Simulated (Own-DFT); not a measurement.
# Misfit strain and the stress it brings: diamond-structure SiGeSn with randomly placed atoms, 64 atoms (Ge52Si8Sn4)

Source: density functional calculations with Own-DFT, an unreviewed in-house program that is no longer used. Nothing was measured or relaxed, and spin and spin-orbit coupling are left out.

Settings: PBE; PseudoDojo norm-conserving scalar-relativistic files; cutoff 49 hartree; 3 x 3 x 3 k mesh centred on Gamma; Fermi-Dirac smearing of 0.1 eV.

Caveats: forces on such cells moved up to 12 meV/angstrom on a denser k mesh; stress not checked against mesh or cutoff.

Unstrained cell vectors in Å: (11.363, 0.000, 0.000); (0.000, 11.363, 0.000); (0.000, 0.000, 11.363). The unstrained cell has measured lattice constants (interpolated for alloys), not those of this functional. That, the random moves and any unrelaxed bonds set the pressure at no strain. Each run strains x and y alike by e, as a substrate would, and holds the height along z. All atoms carry random offsets, Gaussian with a width of 0.05 Å per axis. The random placing of the alloy's atoms differs from row to row. Stress is positive in tension.

```
e (%),u (Å),(s_xx + s_yy)/2 (GPa),s_zz (GPa)
-3.00,0.049,-10.74,-8.59
-2.50,0.048,-9.69,-7.82
-1.00,0.053,-6.41,-5.64
0.50,0.049,-3.75,-4.12
0.75,0.050,-3.47,-3.79
1.25,0.048,-2.53,-3.34
1.50,0.047,-2.09,-2.94
2.00,0.049,-1.24,-2.48
2.50,0.049,?,?
2.75,0.044,-0.06,-1.63
```

## Fit

With e as a fraction, the in-plane stress is -4.7 + 183 e - 618 e² GPa (errors 2 and 107, scatter 0.09), and s_zz is -4.6 + 117 e - 428 e² GPa (slope ± 2, scatter 0.11). At e = 0 the first slope is C11 + C12 and the second 2 C12, both with the ions held to the strained lattice and at the cell's own pressure. The term in e² is negative: the layer stiffens under compression and softens under tension. A free layer would change its height as e changes, and the in-plane slope would drop by 2 C12²/C11 to the biaxial modulus. At fixed height, a misfit of 1 % moves the in-plane stress by about 1.8 GPa and s_zz by 1.2 GPa.

## Check

Q: what are the two stresses at e = 2.50 %?

From the fit: -0.5 and -2.0 GPa. The hidden result is -0.35 and -1.89 GPa.
